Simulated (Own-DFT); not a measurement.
# Two functionals across a range of volumes: C40 NbSi2, 36 atoms (Nb12Si24)

Calculated, not measured: single-point runs of Own-DFT, a retired in-house plane-wave DFT program that no person has reviewed, on unrelaxed cells, without spin or spin-orbit coupling.

Known weak points: forces on such cells failed a check on a denser k mesh; stress not checked against mesh or cutoff.

Each geometry was run with PBE and with PBEsol, otherwise alike: PseudoDojo norm-conserving scalar-relativistic files made for PBE; cutoff 42 hartree; 4 x 4 x 5 k mesh centred on Gamma; cold (Marzari-Vanderbilt) smearing of 0.2 eV. Unstrained cell vectors in Å: (0.000, 8.324, 0.000); (-9.613, 0.000, 0.000); (0.000, 0.000, 6.586). Each has a uniform strain, of which the change of volume is shown, and random moves of rms u per axis.

| run | volume change (%) | u (Å) | P with PBE (GPa) | P with PBEsol (GPa) |
|---|---|---|---|---|
| 1 | -3.14 | 0.0530 | 9.18 | 5.38 |
| 2 | -1.16 | 0.0479 | 4.92 | 1.22 |
| 3 | 0.72 | 0.0496 | 1.78 | -1.86 |
| 4 | -2.52 | 0.0542 | 7.99 | 4.23 |
| 5 | 2.33 | 0.0459 | -1.38 | -4.93 |
| 6 | 1.17 | 0.0477 | 1.05 | -2.56 |
| 7 | 4.31 | 0.0482 | -4.19 | -7.67 |
| 8 | -1.20 | 0.0537 | 5.07 | 1.36 |
| 9 | -0.83 | 0.0479 | 4.24 | 0.56 |
| 10 | -0.17 | 0.0509 | 3.12 | -0.54 |
| 11 | -0.33 | 0.0493 | 3.13 | ? |

The question: by how much does PBEsol shrink this cell, and what belongs in the blank?

## Answer

Write v for the change of volume as a fraction. Fitted to v and u², the PBE pressure has a slope of -172 ± 6 GPa in v, with the ions held to the strained lattice. The difference PBEsol less PBE is -3.66 + 4.2 v GPa (slope ± 0.1) and averages -3.66 GPa. Divided by the mean slope of the two, 170 GPa, that makes PBEsol's volume at a given pressure, near 1 GPa, about 2.1 % smaller, or 0.72 % in lengths. At one volume PBEsol's slope is the smaller by 4 GPa, but its pressure there is lower too. If stiffness rises by about 4 GPa for each GPa, PBEsol at equal pressure is stiffer by about 10 GPa. Files made for PBEsol would give a different shift.

For run 11 the line gives -0.54 GPa. The hidden result is -0.54 GPa.
